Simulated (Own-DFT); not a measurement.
GaP (zincblende, strained, atoms displaced), SiC (2H silicon carbide, atoms displaced), GaN (wurtzite, strained, atoms displaced), SiC (twinned 3C silicon carbide, atoms displaced) (calculated)

A calculation, not a measurement: plane-wave PBE density functional theory by an unreviewed code, no spin, of a simulated periodic cell, stress positive in tension, free energy of the whole cell less one offset for each atom, forces on such cells passed a denser k mesh, this cell's mesh not checked; offsets are fitted by least squares, one for each functional and potential file, so energies compare only between cells with the same atoms and settings and are not formation energies; the far tail of each file's local potential was reset to the Coulomb form; each entry is a single point on an unrelaxed cell, so the pressure reflects the starting lattice, mostly measured values (interpolated for alloys), from which strain is counted, and rises with the displacements; printed positions are rounded, which can move forces by about a meV/angstrom; the program, named Own-DFT, is a retired in-house code; no spin-orbit coupling. Program: Own-DFT development build.

Common to all runs: functional PBE.

(1) 
```xyz
64
Lattice="10.8620 0.0000 0.0000 0.0000 10.8620 0.0000 0.0000 0.0000 10.9361" Properties=species:S:1:pos:R:3:force_x:R:1:force_y:R:1:force_z:R:1 formula=GaP potential_files=PseudoDojo_norm-conserving,scalar-relativistic,standard_set wave_cutoff=42 occupations=Fermi-Dirac smearing_width=0.1 hardware=one_NVIDIA_H100 k_mesh=3_x_3_x_3_centred_on_Gamma free_energy_of_cell_above_offsets=-33.517 pressure=3.59 stress_xx=-3.79 stress_yy=-3.73 stress_zz=-3.24 stress_yz=-0.39 stress_xz=-0.29 stress_xy=-0.13 wall_time=520.2
Ga    10.8020    10.7611    10.8366       0.37      0.599      0.327
Ga     0.0409     2.6852     2.7094     -0.352     -0.328       0.01
Ga     2.7386     0.0371     2.7390       0.35      0.035     -0.127
Ga     2.7323     2.7517    10.8465     -0.035     -0.613      0.774
P      1.3766     1.3118     1.3580     -0.098      0.193     -0.828
P      1.2862     3.9990     4.1669      0.373      1.043     -0.754
P      4.1169     1.3905     4.1542     -0.876      0.292     -0.798
P      4.0064     4.1489     1.3490      0.382      -0.81      0.228
Ga    10.7931    10.8026     5.4600      0.503       0.51     -0.237
Ga     0.0001     2.7166     8.1721      0.355     -0.615     -0.237
Ga     2.7222    10.8235     8.2629      0.363       0.28     -0.903
Ga     2.6719     2.7335     5.4436      0.541     -0.373      1.249
P      1.3459     1.2137     6.8303       0.11      1.071       0.09
P      1.3350     4.0341     9.5608     -0.132      0.986     -0.314
P      4.0824     1.3466     9.5255      0.357      0.106      0.442
P      4.0853     4.1830     6.9294     -0.141     -1.044     -1.189
Ga     0.0659     5.5240     0.0306     -0.677     -1.476     -0.129
Ga    10.8511     8.1122     2.8017      0.125      0.609     -0.373
Ga     2.6643     5.4368     2.7496     -0.014     -0.446      0.644
Ga     2.7236     8.0967    10.9289      0.008     -0.081     -0.043
P      1.3474     6.7510     1.4046      0.253      1.046      0.199
P      1.3909     9.5914     4.1006     -0.283     -1.153       0.15
P      4.0502     6.8153     4.1057       -0.3     -0.628     -0.209
P      4.0575     9.4500     1.3787      0.143      0.769     -0.398
Ga    10.8614     5.4340     5.5116     -0.349      0.372     -0.553
Ga     0.1215     8.1663     8.1230     -1.707     -0.115      0.434
Ga     2.7054     5.4742     8.1899     -0.606     -0.501      0.478
Ga     2.7503     8.1225     5.4686     -0.692      0.511     -0.271
P      1.3780     6.8009     6.8369      0.006     -0.419      -0.73
P      1.4107     9.4538     9.4884     -0.444      0.004       1.29
P      4.0421     6.7701     9.4855      0.948      0.339      1.067
P      4.0373     9.4653     6.8152      0.421      0.724      0.216
Ga     5.5103    10.8431    10.8996      -1.07      0.047      0.349
Ga     5.3894     2.7591     2.7782      0.463      -0.17     -0.996
Ga     8.1658    10.8493     2.7553     -0.317      0.138     -0.104
Ga     8.1680     2.7234    10.9048      0.357      0.085      0.423
P      6.8472     1.3251     1.2595     -0.501      0.507      1.375
P      6.7916     4.1281     4.0711     -0.153     -0.297       0.65
P      9.5154     1.3579     4.1291     -0.242      0.115     -0.307
P      9.5146     4.0537     1.4133       0.38      0.165      -0.61
Ga     5.3650     0.0625     5.4640      1.175     -0.695      0.727
Ga     5.4511     2.7433     8.1967     -0.727      0.794      0.855
Ga     8.1262    10.8277     8.1706     -0.294      0.852      0.364
Ga     8.2224     2.8018     5.4893     -1.432     -1.052     -0.875
P      6.7463     1.5042     6.9229      1.016     -1.663     -1.711
P      6.9137     4.0439     9.5196     -1.624      0.341      0.884
P      9.4892     1.4107     9.5387      0.226     -0.936     -0.141
P      9.5349     4.0114     6.7689      0.349      1.526      1.451
Ga     5.4680     5.4597     0.1080     -0.459     -0.655     -1.788
Ga     5.3566     8.1284     2.7565      0.866     -0.171     -0.521
Ga     8.1657     5.4059     2.7321     -0.181      0.242     -0.368
Ga     8.1173     8.1407    10.8697     -0.069      0.187      0.639
P      6.8020     6.7525     1.3205      0.301      1.003       1.11
P      6.7817     9.4316     4.0896       -0.5      1.131       0.05
P      9.4068     6.8224     4.0898      0.763     -0.334      0.737
P      9.4717     9.4906     1.3624      0.274     -0.447     -0.087
Ga     5.3865     5.4812     5.4529      0.518     -0.165      0.312
Ga     5.4541     8.1699     8.1397      -0.69     -0.149       0.36
Ga     8.1927     5.4299     8.2734      0.112      0.118     -1.236
Ga     8.1126     8.2009     5.5073     -0.079     -0.556     -0.289
P      6.7842     6.8454     6.8507      0.495     -0.989     -0.103
P      6.7385     9.4810     9.5455       0.63     -0.052     -0.385
P      9.4838     6.7485     9.6510      0.988      0.839     -1.086
P      9.4532     9.5355     6.7860       0.52     -0.645      0.815
```

Units: wave_cutoff in hartree; smearing_width, free_energy_of_cell_above_offsets in eV; pressure, stress_xx, stress_yy, stress_zz, stress_yz, stress_xz, stress_xy in GPa; wall_time in s; force_x, force_y, force_z in eV/Å.

(2) 
```xyz
32
Lattice="6.1654 0.0000 0.0000 -3.0827 5.3394 0.0000 0.0000 0.0000 10.0681" Properties=species:S:1:pos:R:3:force_x:R:1:force_y:R:1:force_z:R:1 formula=SiC potential_files=PseudoDojo_norm-conserving,scalar-relativistic,standard_set wave_cutoff=42 occupations=Fermi-Dirac smearing_width=0.1 hardware=one_NVIDIA_H100 k_mesh=5_x_5_x_3_centred_on_Gamma free_energy_of_cell_above_offsets=-4.514 pressure=3.89 stress_xx=-4.19 stress_yy=-2.16 stress_zz=-5.32 stress_yz=-0.73 stress_xz=-0.21 stress_xy=0.93 wall_time=124.6
Si     3.0567     5.3221     0.0457      1.356      0.156      -1.27
Si    -0.0516     1.8099     2.4904      1.496     -0.061      0.666
C      6.1275     0.0137     1.9622      0.465       0.18     -1.094
C     -0.0598     1.8104     4.4018       2.21     -1.162     -0.536
Si     3.0719     5.3059     4.9954      0.204      1.142      1.714
Si    -0.0435     1.8374     7.5300      0.755      -1.51      0.133
C      3.0324     5.3376     6.9433      0.482      0.325     -0.625
C     -0.0460     1.7752     9.4226      1.096     -0.173      0.853
Si     4.6037     2.6072     0.0323       0.73       1.85     -1.156
Si    -1.6030     4.4613     2.5496      1.343     -0.358     -0.513
C      4.6212     2.6457     1.8760     -0.795      0.905      0.649
C     -1.5357     4.4531     4.4341      0.154      0.094     -0.604
Si    -1.5010     2.6624     4.9985     -1.321      1.081      1.135
Si    -1.5613     4.4083     7.5403     -0.285      2.511       0.35
C     -1.5477     2.7482     6.8918       0.02     -2.036     -0.425
C     -1.5254     4.4165     9.3992       -0.1      0.363      1.921
Si     3.1280     0.0228     0.0201     -1.103     -1.011      -0.68
Si     3.1082     1.7729     2.5501     -0.743     -0.303      -0.69
C     -0.0073     5.3052     1.9203     -0.097      0.548      0.086
C      3.1060     1.8519     4.4114      -0.13     -1.805      0.136
Si     0.0183     5.3129     5.0376      0.109      0.933      0.494
Si     3.1015     1.8024     7.5298       0.24     -0.726      0.315
C      0.0269     5.3190     6.9689     -0.987       0.47     -0.892
C      3.0961     1.8110     9.4323     -0.249     -1.019      0.014
Si     1.5841     2.6684     0.0100     -1.357     -0.251     -0.439
Si     1.5621     4.4348     2.5346     -1.136     -0.094      0.223
C      1.5620     2.6867     1.8791      -0.17     -0.781      0.649
C      1.5668     4.4466     4.4323     -0.815     -0.632     -0.726
Si     1.5633     2.6471     5.0301     -0.758      0.517      0.172
Si     1.5009     4.4160     7.5766      1.407      0.377     -0.398
C      1.5833     2.6467     6.9196     -1.214      0.197      0.036
C      1.5794     4.4242     9.4473     -0.808      0.274      0.502
```

Units: wave_cutoff in hartree; smearing_width, free_energy_of_cell_above_offsets in eV; pressure, stress_xx, stress_yy, stress_zz, stress_yz, stress_xz, stress_xy in GPa; wall_time in s; force_x, force_y, force_z in eV/Å.

(3) 
```xyz
96
Lattice="12.7560 0.0000 0.0319 -4.7835 8.2853 -0.0120 0.0259 0.0000 10.3700" Properties=species:S:1:pos:R:3:force_x:R:1:force_y:R:1:force_z:R:1 formula=GaN potential_files=PseudoDojo_norm-conserving,scalar-relativistic,standard_set_with_the_stringent_files_for_Ga wave_cutoff=96 occupations=Gaussian smearing_width=0.01 k_mesh=3_x_4_x_3_centred_on_Gamma free_energy_of_cell_above_offsets=-5.262 pressure=6.93 stress_xx=-6.97 stress_yy=-7.02 stress_zz=-6.79 stress_yz=-0.75 stress_xz=-0.17 stress_xy=-0.29
Ga    -0.0699     1.8698    10.2825      1.518     -0.889      1.018
Ga     1.5952     0.9753     2.5432      0.467     -1.326      0.639
N      0.0523     1.8360     1.9718     -1.329      0.388     -0.858
N      1.6862     0.9229     4.6241     -1.845      0.342     -2.085
Ga     0.0404     1.8664     5.1295     -0.052     -0.021      0.768
Ga     1.6101     0.8890     7.8106      0.537      1.487     -0.089
N      0.0335     1.8505     7.1234     -0.134     -0.779     -0.133
N      1.5956     1.0033     9.7461      0.079     -1.364     -0.161
Ga    -1.6089     4.4304     0.0733      0.776      2.182     -0.754
Ga     0.0076     3.6399     2.6012       0.41      0.209     -0.271
N     -1.5902     4.5527     2.0259      0.432      0.487     -0.714
N      0.0393     3.7210     4.5151      0.127     -0.541      0.059
Ga    -1.5813     4.6307     5.0381      0.381     -1.515      2.458
Ga     0.0232     3.6353     7.7496     -0.106      0.919      0.229
N     -1.4998     4.6035     7.0962      -1.09      0.202     -0.515
N      0.0849     3.6912     9.7509     -1.714     -0.459     -0.621
Ga    -3.1678     7.2909    10.2869      0.704      1.273      0.774
Ga    -1.5525     6.4032     2.6681     -0.557      1.046     -1.956
N     -3.2177     7.4276     1.8994      1.068      -0.96      0.415
N     -1.5825     6.3964     4.5643     -0.387      1.932     -0.291
Ga    -3.1967     7.4331     5.1481       0.08     -1.284      0.208
Ga    -1.6542     6.4598     7.7713      1.529     -0.944     -0.019
N     -3.1819     7.4065     7.1048     -0.311     -0.736     -0.173
N     -1.5176     6.3578     9.7297     -0.687      0.077      0.084
Ga     3.2480     1.8190     0.0462     -0.642     -0.072     -1.466
Ga     4.7771     0.8254     2.6338      0.476      1.594     -0.528
N      3.1653     1.7680     1.8981      1.065      0.967      1.894
N      4.7640     0.9601     4.5754       1.07     -1.551      -0.33
Ga     3.2014     1.7646     5.1868      0.513      2.453      0.735
Ga     4.8417     0.8803     7.6458     -1.053      0.809      1.858
N      3.2276     1.8699     7.0944     -0.069     -0.126      1.054
N      4.8185     0.9368     9.7086      0.394     -0.816     -0.318
Ga     1.5898     4.5530    10.3608      0.961      0.884      0.247
Ga     3.1324     3.6773     2.6200      1.783      -0.99      0.044
N      1.6424     4.5336     1.9151     -1.291       1.05      0.455
N      3.2327     3.7467     4.5891      -0.84     -1.207     -0.758
Ga     1.6084     4.6443     5.1471      0.294     -2.292      1.625
Ga     3.1990     3.7418     7.8773     -0.236     -1.191     -1.937
N      1.5885     4.5961     7.1381      0.693     -0.001     -0.002
N      3.1398     3.6383     9.7320      1.635      0.893       0.97
Ga     0.0341     7.3272    10.3534     -0.488      0.727     -0.495
Ga     1.6381     6.3687     2.6481     -0.281      0.468     -0.497
N      0.0572     7.3445     1.9088     -0.131      -1.07      1.107
N      1.5931     6.3651     4.6288      0.027      2.767     -1.585
Ga    -0.0369     7.3358     5.2244      0.794      0.384     -0.492
Ga     1.6333     6.3770     7.8469     -0.395      0.792     -1.876
N      0.0849     7.3756     7.1046     -0.815     -1.159       0.73
N      1.6257     6.4554     9.6944      0.591      -0.51      1.534
Ga     6.4234     1.7441     0.0649     -0.544      0.944     -0.323
Ga     8.0639     0.8921     2.6462     -2.634      0.364      0.313
N      6.3755     1.9026     1.9816      0.047     -1.852      0.439
N      7.9975     0.9754     4.5854      -0.09     -1.278      0.163
Ga     6.4015     1.8223     5.2502     -0.091      0.088     -1.225
Ga     8.0454     0.8185     7.7286     -0.161      3.521      1.813
N      6.4112     1.8068     7.1393      0.722      0.321      0.215
N      8.0649     1.0110     9.7496     -0.248     -2.064     -0.573
Ga     4.8456     4.6720    10.3631     -0.227      -3.09      0.751
Ga     6.3055     3.6808     2.6470      1.309     -0.059     -1.561
N      4.7905     4.5549     1.9665     -1.014      1.211     -0.325
N      6.3614     3.6175     4.4851      0.662      0.993      2.503
Ga     4.8111     4.5801     5.1758      0.225      0.683      0.245
Ga     6.3129     3.6078     7.7893      1.468      0.485      0.688
N      4.8131     4.6351     7.1711     -0.152      0.114     -0.172
N      6.4930     3.6259     9.7677     -2.066      -0.07     -0.752
Ga     3.1624     7.3471     0.0765      0.412      0.966     -1.391
Ga     4.7729     6.4758     2.5725      0.417     -1.183      0.673
N      3.2158     7.3743     1.9558     -0.902     -0.599      0.786
N      4.8148     6.5023     4.5460     -0.176     -0.973     -0.003
Ga     3.2080     7.3296     5.1856     -0.158      0.802      -0.29
Ga     4.7822     6.4680     7.8234      0.285      0.122     -0.383
N      3.1999     7.4479     7.1001      0.152     -3.678      0.277
N      4.8842     6.4118     9.8063     -2.452      0.825     -1.632
Ga     9.6628     1.9051    10.3416     -2.368      -0.37      1.781
Ga    11.2359     0.8990     2.6111     -1.186      0.296     -0.151
N      9.4887     1.7891     2.0429      3.177      1.923      -1.46
N     11.1910     0.9417     4.5595      0.725     -0.567      0.014
Ga     9.6321     1.8168     5.1892     -0.359      0.431      0.113
Ga    11.1815     0.9102     7.7918       0.73      0.658      0.661
N      9.6609     1.8067     7.1495     -1.123      0.058     -0.459
N     11.0946     0.9415     9.8190      2.056     -1.743     -1.253
Ga     7.9693     4.5587    10.3483      1.608      0.651      0.514
Ga     9.5543     3.7465     2.6344     -0.772     -1.769     -0.154
N      7.9923     4.6464     1.9902     -0.527     -0.823     -0.688
N      9.6387     3.6612     4.5492     -1.202      0.318      0.489
Ga     7.9859     4.6133     5.2168      0.203     -0.273     -0.532
Ga     9.5853     3.6426     7.7064      2.189     -0.089      0.664
N      8.0972     4.5588     7.2005     -2.799      1.029     -1.292
N      9.6833     3.6485     9.6669     -1.293      0.768      0.464
Ga     6.3018     7.2982     0.0688      2.601       1.71     -0.003
Ga     8.0267     6.4370     2.5813      -0.57      0.631     -0.707
N      6.3508     7.3430     1.9841      0.785      0.183      -0.06
N      7.9885     6.5134     4.4689      0.082     -0.841      1.886
Ga     6.3952     7.3586     5.2077      0.083      0.635     -0.441
Ga     7.9607     6.4508     7.7317      0.436     -0.393       0.88
N      6.3876     7.4156     7.1617     -0.127     -1.215     -0.216
N      8.0135     6.4412     9.7219     -1.083     -0.333      -0.27
```

Units: wave_cutoff in hartree; smearing_width, free_energy_of_cell_above_offsets in eV; pressure, stress_xx, stress_yy, stress_zz, stress_yz, stress_xz, stress_xy in GPa; force_x, force_y, force_z in eV/Å.

(4) 
```xyz
48
Lattice="4.3596 -4.3596 0.0000 0.0000 4.3596 -4.3596 8.7192 8.7192 8.7192" Properties=species:S:1:pos:R:3:force_x:R:1:force_y:R:1:force_z:R:1 formula=SiC potential_files=PseudoDojo_norm-conserving,scalar-relativistic,standard_set wave_cutoff=42 occupations=Fermi-Dirac smearing_width=0.1 k_mesh=5_x_5_x_2_centred_on_Gamma free_energy_of_cell_above_offsets=-6.658 pressure=3.93 stress_xx=-3.73 stress_yy=-4.11 stress_zz=-3.95 stress_yz=-0.32 stress_xz=-1.39 stress_xy=0.11
Si     8.1557     3.8139    -0.5367      0.131     -0.173      0.228
C      0.5845     0.5334     0.5523     -1.174      0.567     -0.507
Si     1.6261     1.6364    -0.5971      0.186      -0.02      1.719
C      2.7121     2.7153     0.5053      0.696       0.72      0.445
Si     3.8157     1.6498     1.6445     -0.829     -0.476     -0.568
C      4.8295     2.6853     2.7770      1.765      0.727     -0.739
Si     8.1570     1.6648     1.6211     -0.133      0.405      1.045
C      0.5937     2.7216    -1.6360     -1.665      0.248     -0.198
Si     1.6355     3.8386    -2.7158      0.336     -0.424     -0.011
C      2.7612     4.8643    -1.6351     -0.787      1.156     -0.188
Si     3.8500     3.8419    -0.5706     -0.327     -1.036      0.487
C      4.8476     4.9694     0.5813      1.044     -1.848      -0.65
Si     6.0142     5.9506    -0.5130     -1.521      1.767      0.521
C      2.7097     2.7097    -3.7858      0.123      0.356     -0.586
Si     3.7702    -0.5387    -0.5472       1.61     -0.942      0.814
C      4.8985     0.5750     0.5114     -0.213     -0.164      0.584
Si     6.0400    -0.4567     1.6035     -0.914     -1.947      0.014
C      7.0613     0.5826     2.7949      1.029     -0.595     -1.594
Si     5.9711     3.7974     1.6119     -0.692     -0.194      0.411
C      2.7236     0.5042    -1.6243      0.075      1.056      0.184
Si     3.7576     1.6179    -2.7040      1.907      0.148      -0.63
C      4.9516     2.6715    -1.6265     -1.215      2.114     -1.272
Si     5.9596     1.6756    -0.5490      1.325     -1.864     -0.339
C      7.0658     2.6948     0.5092     -0.309      0.919      0.817
Si     8.1851     8.1842     8.1173     -0.295     -0.785      2.364
C      4.9169     9.2205     0.5608      0.133      1.246     -0.383
Si     8.9451     4.5379     2.3603     -1.151      0.008     -0.083
C      9.9899     5.5569     3.5000     -0.075       1.63     -0.769
Si     9.6622     7.4516     3.0579     -0.975     -0.759       1.44
C     10.6997     8.5316     4.1576      0.814      0.316      0.525
Si     8.1734    10.3033     6.0255      0.636      1.021     -0.954
C      4.9408     7.1331     2.6597       -0.8     -1.382      1.902
Si     8.9250     2.3613     4.6007     -1.646     -0.877     -2.187
C      9.9387     3.4444     5.6185      1.157       0.36      0.784
Si     9.5952     5.2412     5.2818       0.33      0.931      0.146
C     10.7237     6.3310     6.3752      0.157       0.36     -1.027
Si    10.3634     6.0235     8.1284     -0.443     -1.073      1.571
C      7.0379     7.0858     0.5778      1.541     -0.259     -0.422
Si     6.7202     6.6780     2.3851      0.106      0.976     -0.584
C      7.8324     7.8143     3.4157     -0.365     -0.624      0.947
Si     7.4124     9.6062     3.0989      1.193       0.19     -0.171
C      8.5630    10.6959     4.1649     -0.903      0.198      0.253
Si    10.4091     8.1863     6.0515     -1.551     -1.244     -2.196
C      7.0713     4.8945     2.6373      0.733       -0.6      1.818
Si     6.7271     4.5222     4.5480      0.105      0.239      -0.77
C      7.8282     5.6662     5.6261     -1.204     -0.575      0.225
Si     7.3823     7.4599     5.2934      1.613     -0.157     -1.247
C      8.5322     8.5029     6.3807      0.444      0.361      -1.17
```

Units: wave_cutoff in hartree; smearing_width, free_energy_of_cell_above_offsets in eV; pressure, stress_xx, stress_yy, stress_zz, stress_yz, stress_xz, stress_xy in GPa; force_x, force_y, force_z in eV/Å.
